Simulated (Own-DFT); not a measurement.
## Calculated data, GaN (wurtzite, atoms displaced)

A calculation, not a measurement: plane-wave PBE density functional theory by an unreviewed code, no spin, of a simulated periodic cell, stress positive in tension, free energy of the whole cell less one offset for each atom, forces on such cells passed a denser k mesh, this cell's mesh not checked; offsets are fitted by least squares, one for each functional and potential file, so energies compare only between cells with the same atoms and settings and are not formation energies; the far tail of each file's local potential was reset to the Coulomb form; each entry is a single point on an unrelaxed cell, so the pressure reflects the starting lattice, mostly measured values (interpolated for alloys), from which strain is counted, and rises with the displacements; printed positions are rounded, which can move forces by about a meV/angstrom; the program, named Own-DFT, is a retired in-house code; no spin-orbit coupling. Program: Own-DFT development build.

Settings shared by all entries: functional PBE; potential files PseudoDojo norm-conserving, scalar-relativistic, standard set with the stringent files for Ga; wave cutoff 96 hartree; occupations Gaussian; smearing width 0.01 eV; k mesh 3 x 4 x 3 centred on Gamma.

(1) 
```cif
# cell vector a (Å): 12.7560 0.0000 0.0000
# cell vector b (Å): -4.7835 8.2853 0.0000
# cell vector c (Å): 0.0000 0.0000 10.3700
data_GaN
_symmetry_space_group_name_H-M 'P 1'
_symmetry_Int_Tables_number 1
_cell_length_a 12.7560
_cell_length_b 9.5670
_cell_length_c 10.3700
_cell_angle_alpha 90.000
_cell_angle_beta 90.000
_cell_angle_gamma 120.000
_cell_volume 1095.98
loop_
_atom_site_label
_atom_site_type_symbol
_atom_site_fract_x
_atom_site_fract_y
_atom_site_fract_z
_atom_site_occupancy
Ga1 Ga 0.07470 0.21403 0.99978 1
Ga2 Ga 0.16988 0.11701 0.25037 1
N1 N 0.08569 0.22564 0.19226 1
N2 N 0.17177 0.11210 0.43484 1
Ga3 Ga 0.08591 0.21426 0.50163 1
Ga4 Ga 0.16388 0.10808 0.75443 1
N3 N 0.08222 0.22960 0.68608 1
N4 N 0.16759 0.10508 0.94150 1
Ga5 Ga 0.08540 0.55219 0.99935 1
Ga6 Ga 0.17439 0.44514 0.24878 1
N5 N 0.08503 0.55594 0.18817 1
N6 N 0.17016 0.44292 0.44295 1
Ga7 Ga 0.08157 0.56370 0.50293 1
Ga8 Ga 0.16209 0.44065 0.74244 1
N7 N 0.08004 0.55527 0.69654 1
N8 N 0.16878 0.44918 0.94160 1
Ga9 Ga 0.08321 0.89131 0.99985 1
Ga10 Ga 0.15284 0.77014 0.25121 1
N9 N 0.08040 0.87781 0.18797 1
N10 N 0.16005 0.78144 0.43456 1
Ga11 Ga 0.07895 0.89565 0.50287 1
Ga12 Ga 0.16805 0.77832 0.74716 1
N11 N 0.08606 0.89312 0.68310 1
N12 N 0.17524 0.78402 0.93149 1
Ga13 Ga 0.33429 0.20452 0.00181 1
Ga14 Ga 0.41654 0.11505 0.24712 1
N13 N 0.33193 0.22521 0.18142 1
N14 N 0.41857 0.10999 0.43559 1
Ga15 Ga 0.33699 0.21481 0.50268 1
Ga16 Ga 0.41326 0.10456 0.74682 1
N15 N 0.33013 0.21939 0.69200 1
N16 N 0.41621 0.10627 0.95068 1
Ga17 Ga 0.32857 0.55712 0.99874 1
Ga18 Ga 0.41526 0.45070 0.26031 1
N17 N 0.32773 0.54932 0.19162 1
N18 N 0.41888 0.45876 0.43658 1
Ga19 Ga 0.33461 0.55625 0.49167 1
Ga20 Ga 0.41718 0.45228 0.75174 1
N19 N 0.33153 0.54927 0.68288 1
N20 N 0.41207 0.44561 0.93434 1
Ga21 Ga 0.32996 0.88814 0.99636 1
Ga22 Ga 0.41274 0.77145 0.25902 1
N21 N 0.33680 0.88931 0.18094 1
N22 N 0.41702 0.77835 0.44060 1
Ga23 Ga 0.34109 0.89289 0.49959 1
Ga24 Ga 0.41366 0.78056 0.75228 1
N23 N 0.34165 0.89713 0.69240 1
N24 N 0.41696 0.77948 0.94398 1
Ga25 Ga 0.57835 0.21334 0.99155 1
Ga26 Ga 0.67054 0.10922 0.25590 1
N25 N 0.58406 0.22168 0.18449 1
N26 N 0.66996 0.10353 0.43728 1
Ga27 Ga 0.58247 0.22214 0.50342 1
Ga28 Ga 0.66239 0.10702 0.75235 1
N27 N 0.58614 0.21831 0.68999 1
N28 N 0.66791 0.11308 0.93977 1
Ga29 Ga 0.57516 0.55403 0.00168 1
Ga30 Ga 0.66761 0.45005 0.25744 1
N29 N 0.59171 0.56449 0.18694 1
N30 N 0.66502 0.45267 0.44580 1
Ga31 Ga 0.58556 0.55124 0.50572 1
Ga32 Ga 0.66756 0.44554 0.75667 1
N31 N 0.58111 0.55690 0.67878 1
N32 N 0.66510 0.43887 0.94575 1
Ga33 Ga 0.57779 0.88527 0.99254 1
Ga34 Ga 0.66859 0.78712 0.25342 1
N33 N 0.59107 0.89894 0.18784 1
N34 N 0.67103 0.78819 0.44091 1
Ga35 Ga 0.58044 0.88539 0.50679 1
Ga36 Ga 0.66334 0.77448 0.74818 1
N35 N 0.58408 0.89194 0.68193 1
N36 N 0.66320 0.77636 0.94211 1
Ga37 Ga 0.83610 0.22395 0.99579 1
Ga38 Ga 0.91799 0.10644 0.25339 1
N37 N 0.83393 0.21157 0.18728 1
N38 N 0.90733 0.10540 0.43844 1
Ga39 Ga 0.82375 0.22336 0.49885 1
Ga40 Ga 0.91847 0.11867 0.74875 1
N39 N 0.83383 0.22623 0.69165 1
N40 N 0.92288 0.11180 0.93498 1
Ga41 Ga 0.83464 0.55671 0.00621 1
Ga42 Ga 0.92837 0.45278 0.24565 1
N41 N 0.83903 0.55765 0.19515 1
N42 N 0.92048 0.44330 0.43944 1
Ga43 Ga 0.83449 0.55131 0.49235 1
Ga44 Ga 0.91241 0.43496 0.75169 1
N43 N 0.83353 0.56108 0.69024 1
N44 N 0.91093 0.44278 0.93977 1
Ga45 Ga 0.83396 0.88777 0.99942 1
Ga46 Ga 0.92352 0.78106 0.25055 1
N45 N 0.83373 0.88079 0.19157 1
N46 N 0.91493 0.77714 0.43684 1
Ga47 Ga 0.82933 0.89116 0.50815 1
Ga48 Ga 0.91903 0.77809 0.74599 1
N47 N 0.83003 0.88300 0.69585 1
N48 N 0.91529 0.77950 0.93444 1
_calc_free_energy_of_cell_above_offsets '-4.886'  # eV
_calc_pressure 7.07  # GPa
_calc_stress_xx -7.65  # GPa
_calc_stress_yy -6.29  # GPa
_calc_stress_zz -7.27  # GPa
_calc_stress_yz -0.61  # GPa
_calc_stress_xz -0.23  # GPa
_calc_stress_xy -0.1  # GPa
```

Force:
| element | x (eV/Å) | y (eV/Å) | z (eV/Å) |
| --- | --- | --- | --- |
| Ga | 2.469 | 1.679 | 0.944 |
| Ga | 0.105 | -0.828 | -0.705 |
| N | -0.162 | -0.775 | -0.67 |
| N | -0.066 | 0.095 | 0.529 |
| Ga | -1.528 | 0.919 | -0.874 |
| Ga | -0.116 | 0.627 | -0.187 |
| N | 0.865 | -1.943 | 0.298 |
| N | -0.668 | 0.978 | -0.319 |
| Ga | -1.121 | 0.867 | -0.295 |
| Ga | -2.603 | -0.755 | 1.36 |
| N | 1.386 | -0.032 | -0.583 |
| N | -1.325 | 0.005 | -0.623 |
| Ga | 1.283 | -0.668 | 0.125 |
| Ga | 0.828 | 1.49 | 1.073 |
| N | 0.126 | 0.305 | -1.109 |
| N | -0.416 | -1.652 | -1.122 |
| Ga | 0.235 | -1.42 | -0.08 |
| Ga | 3.076 | 0.683 | -0.121 |
| N | -0.486 | 2.529 | -0.954 |
| N | 1.239 | 0.205 | 1.313 |
| Ga | 0.553 | -0.76 | -1.219 |
| Ga | -0.21 | 0.18 | 0.018 |
| N | -0.037 | -0.207 | 1.118 |
| N | -2.023 | -1.187 | 0.433 |
| Ga | -2.324 | 2.6 | -0.428 |
| Ga | 0.721 | -0.558 | -0.801 |
| N | 0.365 | 0.289 | 1.779 |
| N | 0.168 | 0.306 | 0.284 |
| Ga | -1.154 | 1.234 | 0.073 |
| Ga | 0.032 | 2.384 | 1.392 |
| N | 0.532 | 0.296 | -0.325 |
| N | 0.512 | -0.387 | -3.019 |
| Ga | 1.248 | -0.248 | 0.542 |
| Ga | 1.483 | -0.388 | -2.638 |
| N | 1.813 | 1.709 | -0.942 |
| N | 1.942 | -2.073 | 1.204 |
| Ga | -0.947 | 0.11 | 1.854 |
| Ga | 0.332 | -0.889 | -0.502 |
| N | -0.883 | 1.349 | 0.355 |
| N | 0.298 | -0.696 | 0.92 |
| Ga | 1.18 | -0.428 | 1.32 |
| Ga | 0.256 | 1.459 | -2.28 |
| N | -0.927 | -0.477 | 1.739 |
| N | -0.009 | 0.163 | 0.289 |
| Ga | -1.648 | -0.663 | -0.123 |
| Ga | 1.397 | -1.343 | 0.013 |
| N | -1.156 | -1.833 | -1.471 |
| N | -0.791 | -0.501 | -1.423 |
| Ga | 1.1 | 1.283 | 1.992 |
| Ga | -0.819 | 0.851 | -1.627 |
| N | 0.171 | 0.511 | 1.007 |
| N | -2.574 | 0.41 | 0.82 |
| Ga | 0.845 | 0.096 | -0.644 |
| Ga | 1.138 | 0.207 | 0.165 |
| N | -1.416 | 0.68 | 0.02 |
| N | 0.28 | -0.789 | -0.761 |
| Ga | 0.96 | -0.236 | 0.141 |
| Ga | 0.337 | -0.751 | -1.37 |
| N | -1.38 | -0.554 | 0.904 |
| N | 1.926 | -1.996 | -1.03 |
| Ga | -1.93 | 2.052 | -1.922 |
| Ga | -0.061 | 0.259 | -0.319 |
| N | 0.285 | -0.514 | 3.207 |
| N | -0.62 | 0.734 | -0.794 |
| Ga | 1.233 | 1.042 | 1.892 |
| Ga | 0.436 | -0.533 | -0.224 |
| N | -1.195 | -1.744 | -0.266 |
| N | -0.689 | -1.613 | 0.158 |
| Ga | 0.747 | 0.063 | -2.009 |
| Ga | 0.037 | 0.147 | 0.67 |
| N | -0.342 | -0.586 | 2.539 |
| N | 0.379 | 0.114 | -1.086 |
| Ga | -0.273 | -0.701 | 1.169 |
| Ga | -0.268 | -0.165 | -0.209 |
| N | -0.006 | 1.535 | -0.17 |
| N | 1.319 | 1.015 | 0.906 |
| Ga | 2.591 | 0.297 | 0.631 |
| Ga | -0.037 | -1.27 | -0.289 |
| N | -0.482 | -1.437 | -0.771 |
| N | -2.011 | -0.658 | -0.233 |
| Ga | -0.729 | 0.083 | -0.165 |
| Ga | -1.537 | -2.374 | 0.629 |
| N | -0.371 | -0.364 | -0.196 |
| N | -0.738 | -0.127 | -0.529 |
| Ga | -0.28 | 0.94 | 1.204 |
| Ga | -0.881 | 2.12 | 0.306 |
| N | 0.513 | -1.297 | -0.718 |
| N | 1.289 | 0.463 | 0.023 |
| Ga | -0.617 | -0.256 | 0.459 |
| Ga | -1.59 | -0.605 | 0.392 |
| N | 0.154 | 0.98 | -0.794 |
| N | -0.186 | 0.316 | 0.73 |
| Ga | 0.788 | -0.298 | -0.563 |
| Ga | -0.211 | -0.004 | 0.545 |
| N | 0.069 | 1.297 | -0.456 |
| N | 0.799 | -0.378 | 0.478 |

(2) 
```cif
# cell vector a (Å): 12.7560 0.0000 0.0000
# cell vector b (Å): -4.7835 8.2853 0.0000
# cell vector c (Å): 0.0000 0.0000 10.3700
data_GaN
_symmetry_space_group_name_H-M 'P 1'
_symmetry_Int_Tables_number 1
_cell_length_a 12.7560
_cell_length_b 9.5670
_cell_length_c 10.3700
_cell_angle_alpha 90.000
_cell_angle_beta 90.000
_cell_angle_gamma 120.000
_cell_volume 1095.98
loop_
_atom_site_label
_atom_site_type_symbol
_atom_site_fract_x
_atom_site_fract_y
_atom_site_fract_z
_atom_site_occupancy
Ga1 Ga 0.07898 0.21629 0.99711 1
Ga2 Ga 0.17338 0.10777 0.24582 1
N1 N 0.08108 0.21624 0.19309 1
N2 N 0.16318 0.11010 0.43765 1
Ga3 Ga 0.07841 0.22079 0.50710 1
Ga4 Ga 0.17435 0.11771 0.74829 1
N3 N 0.08794 0.22676 0.68884 1
N4 N 0.16130 0.11234 0.93855 1
Ga5 Ga 0.08134 0.54294 0.99792 1
Ga6 Ga 0.16577 0.43227 0.24871 1
N5 N 0.08565 0.55754 0.18281 1
N6 N 0.17080 0.45028 0.43305 1
Ga7 Ga 0.06862 0.55571 0.49312 1
Ga8 Ga 0.16202 0.44598 0.74986 1
N7 N 0.08843 0.56278 0.69178 1
N8 N 0.16138 0.44555 0.93174 1
Ga9 Ga 0.08610 0.88632 0.99567 1
Ga10 Ga 0.16392 0.77322 0.24768 1
N9 N 0.08479 0.89507 0.19756 1
N10 N 0.15898 0.77022 0.43585 1
Ga11 Ga 0.08215 0.88404 0.50251 1
Ga12 Ga 0.17045 0.78703 0.75587 1
N11 N 0.07809 0.87490 0.68299 1
N12 N 0.16443 0.77645 0.93878 1
Ga13 Ga 0.33696 0.23018 0.99924 1
Ga14 Ga 0.42646 0.11287 0.25531 1
N13 N 0.33553 0.22242 0.18825 1
N14 N 0.41026 0.11045 0.43623 1
Ga15 Ga 0.33088 0.21287 0.49718 1
Ga16 Ga 0.41739 0.11129 0.74724 1
N15 N 0.33117 0.22248 0.67844 1
N16 N 0.41924 0.10819 0.93640 1
Ga17 Ga 0.32974 0.55079 0.99562 1
Ga18 Ga 0.41597 0.44126 0.24951 1
N17 N 0.33163 0.54721 0.18376 1
N18 N 0.42247 0.44904 0.43514 1
Ga19 Ga 0.33238 0.55457 0.50009 1
Ga20 Ga 0.41657 0.43877 0.75737 1
N19 N 0.33374 0.54774 0.69125 1
N20 N 0.40587 0.43554 0.93142 1
Ga21 Ga 0.32958 0.89163 0.99578 1
Ga22 Ga 0.41752 0.77945 0.24182 1
N21 N 0.32960 0.88944 0.18286 1
N22 N 0.41482 0.78393 0.43664 1
Ga23 Ga 0.33179 0.88640 0.48833 1
Ga24 Ga 0.41057 0.76877 0.75221 1
N23 N 0.33028 0.88503 0.68403 1
N24 N 0.42808 0.78551 0.94068 1
Ga25 Ga 0.58327 0.22618 0.00163 1
Ga26 Ga 0.66390 0.11243 0.24199 1
N25 N 0.57727 0.21854 0.19450 1
N26 N 0.66684 0.10259 0.43528 1
Ga27 Ga 0.58307 0.22580 0.50105 1
Ga28 Ga 0.65378 0.10074 0.74155 1
N27 N 0.58388 0.21666 0.68081 1
N28 N 0.67236 0.11972 0.93522 1
Ga29 Ga 0.58733 0.55372 0.00230 1
Ga30 Ga 0.66891 0.44613 0.24863 1
N29 N 0.57699 0.54955 0.18809 1
N30 N 0.66689 0.44492 0.44120 1
Ga31 Ga 0.57804 0.54493 0.49838 1
Ga32 Ga 0.65859 0.44129 0.74628 1
N31 N 0.58379 0.56325 0.68335 1
N32 N 0.66903 0.44704 0.93484 1
Ga33 Ga 0.57841 0.88091 0.99689 1
Ga34 Ga 0.66479 0.77603 0.23697 1
N33 N 0.58975 0.88734 0.19126 1
N34 N 0.66201 0.77687 0.44326 1
Ga35 Ga 0.57594 0.87602 0.49747 1
Ga36 Ga 0.65873 0.77838 0.75762 1
N35 N 0.57799 0.88530 0.69424 1
N36 N 0.66125 0.77524 0.94366 1
Ga37 Ga 0.82312 0.20808 0.99433 1
Ga38 Ga 0.92355 0.11516 0.25095 1
N37 N 0.83769 0.21759 0.19094 1
N38 N 0.91724 0.11531 0.44310 1
Ga39 Ga 0.83318 0.22026 0.50385 1
Ga40 Ga 0.91528 0.10556 0.75239 1
N39 N 0.83627 0.22616 0.69176 1
N40 N 0.91625 0.10730 0.93469 1
Ga41 Ga 0.82883 0.55040 0.00193 1
Ga42 Ga 0.91757 0.44941 0.25670 1
N41 N 0.83639 0.55745 0.18959 1
N42 N 0.91865 0.45710 0.44389 1
Ga43 Ga 0.82943 0.55428 0.50255 1
Ga44 Ga 0.92307 0.44003 0.75081 1
N43 N 0.83381 0.56762 0.69202 1
N44 N 0.92063 0.44910 0.93203 1
Ga45 Ga 0.82732 0.88634 0.00215 1
Ga46 Ga 0.91522 0.78165 0.25007 1
N45 N 0.82811 0.89172 0.19547 1
N46 N 0.91009 0.76919 0.43559 1
Ga47 Ga 0.83395 0.88414 0.49347 1
Ga48 Ga 0.91543 0.78697 0.74879 1
N47 N 0.82842 0.88621 0.69198 1
N48 N 0.92199 0.77722 0.93104 1
_calc_free_energy_of_cell_above_offsets '-4.538'  # eV
_calc_pressure 7.08  # GPa
_calc_stress_xx -8.64  # GPa
_calc_stress_yy -5.82  # GPa
_calc_stress_zz -6.78  # GPa
_calc_stress_yz -0.62  # GPa
_calc_stress_xz -0.21  # GPa
_calc_stress_xy -0.38  # GPa
```

Force:
| element | x (eV/Å) | y (eV/Å) | z (eV/Å) |
| --- | --- | --- | --- |
| Ga | -0.32 | 0.773 | 0.757 |
| Ga | -1.116 | 0.931 | 1.222 |
| N | 1.244 | 0.028 | -1.658 |
| N | 0.241 | -0.176 | 0.137 |
| Ga | 1.104 | 0.804 | -1.245 |
| Ga | -1.365 | -1.267 | -0.049 |
| N | -0.508 | -0.791 | 0.764 |
| N | 1.906 | -0.258 | -0.382 |
| Ga | -1.669 | 1.41 | 0.514 |
| Ga | -0.545 | 1.422 | 0.165 |
| N | -0.095 | -0.975 | 0.81 |
| N | -1.101 | -0.726 | 0.905 |
| Ga | 4.972 | 1.109 | 2.283 |
| Ga | 0.981 | 0.046 | -1.026 |
| N | -0.562 | -0.089 | -1.145 |
| N | 1.91 | -0.957 | 0.923 |
| Ga | -1.271 | 0.462 | 1.137 |
| Ga | -0.088 | 0.33 | 0.065 |
| N | -0.054 | -1.753 | -1.904 |
| N | 0.761 | 1.116 | -0.385 |
| Ga | -0.594 | 0.467 | -1.165 |
| Ga | -0.261 | -1.185 | -1.189 |
| N | -0.112 | 2.022 | 1.168 |
| N | 0.983 | -0.25 | 0.247 |
| Ga | -0.287 | -2.082 | 0.586 |
| Ga | -3.309 | -1.455 | -0.531 |
| N | 0.863 | -0.093 | -0.432 |
| N | 1.87 | -0.317 | 0.247 |
| Ga | -1.812 | 1.434 | -0.623 |
| Ga | -0.276 | -0.607 | -0.468 |
| N | 1.483 | 0.076 | 1.537 |
| N | -0.743 | 1.131 | -0.295 |
| Ga | -0.445 | 0.605 | 0.279 |
| Ga | -0.604 | -0.081 | 0.338 |
| N | -0.114 | 0.794 | -0.088 |
| N | -1.538 | -1.317 | 0.066 |
| Ga | 0.084 | 0.021 | 0.029 |
| Ga | -0.089 | 0.539 | -2.995 |
| N | -0.578 | 0.404 | -0.222 |
| N | 1.501 | 1.407 | 1.846 |
| Ga | 0.904 | -0.649 | 0.452 |
| Ga | -0.171 | -0.64 | 0.383 |
| N | 0.883 | 0.302 | 0.638 |
| N | 0.692 | -1.325 | -0.901 |
| Ga | -1.305 | -0.215 | 1.415 |
| Ga | -0.174 | 0.34 | -0.44 |
| N | 0.535 | 0.629 | 0.159 |
| N | -3.737 | -2.135 | -0.812 |
| Ga | 0.485 | -0.554 | -0.266 |
| Ga | 1.889 | -0.355 | 1.401 |
| N | 2.138 | 1.741 | -1.789 |
| N | -1.021 | 0.94 | 0.338 |
| Ga | 0.733 | -1.2 | -1.523 |
| Ga | 2.225 | 1.211 | 1.133 |
| N | -1.576 | 1.045 | 1.082 |
| N | -2.727 | -1.967 | -0.421 |
| Ga | -1.232 | -0.329 | -0.38 |
| Ga | -0.293 | 0.111 | 0.748 |
| N | 1.414 | 0.358 | -0.493 |
| N | -0.083 | -0.575 | -0.997 |
| Ga | 0.382 | 2.094 | 0.135 |
| Ga | 1.532 | 1.05 | -0.427 |
| N | -0.27 | -1.283 | 1.341 |
| N | -0.905 | -0.737 | 0.379 |
| Ga | 1.423 | 2.576 | 1.521 |
| Ga | 0.352 | -0.863 | 2.845 |
| N | -2.574 | 0.669 | -1.482 |
| N | 1.232 | -0.954 | -1.285 |
| Ga | 0.291 | 1.32 | 0.46 |
| Ga | 1.359 | -0.081 | -1.228 |
| N | -0.264 | -0.56 | -1.001 |
| N | 0.914 | -0.505 | -0.198 |
| Ga | 2.606 | 2.589 | 1.141 |
| Ga | -1.25 | -0.634 | 1.005 |
| N | -1.52 | 1.019 | -0.657 |
| N | 0.213 | -0.669 | -0.598 |
| Ga | -0.65 | 0.037 | -0.227 |
| Ga | 0.007 | 0.454 | -1.12 |
| N | -0.545 | -1.345 | -0.452 |
| N | -0.662 | -0.29 | 1.015 |
| Ga | 1.895 | 1.004 | -1.07 |
| Ga | 0.908 | -0.852 | -1.148 |
| N | -0.831 | -0.165 | -0.255 |
| N | -2.39 | -3.183 | -1.42 |
| Ga | -0.235 | 0.54 | 1.256 |
| Ga | -1.6 | 1.56 | -0.398 |
| N | 0.18 | -2.005 | -0.46 |
| N | -0.811 | -1.18 | 1.568 |
| Ga | 1.663 | 0.125 | -0.188 |
| Ga | 0.353 | 0.142 | -0.072 |
| N | 1.496 | -0.162 | -1.279 |
| N | 0.61 | 0.814 | 0.106 |
| Ga | -1.46 | 0.329 | 1.023 |
| Ga | 0.611 | -0.956 | -0.128 |
| N | -0.659 | 0.489 | -0.715 |
| N | -1.426 | -0.072 | 2.06 |
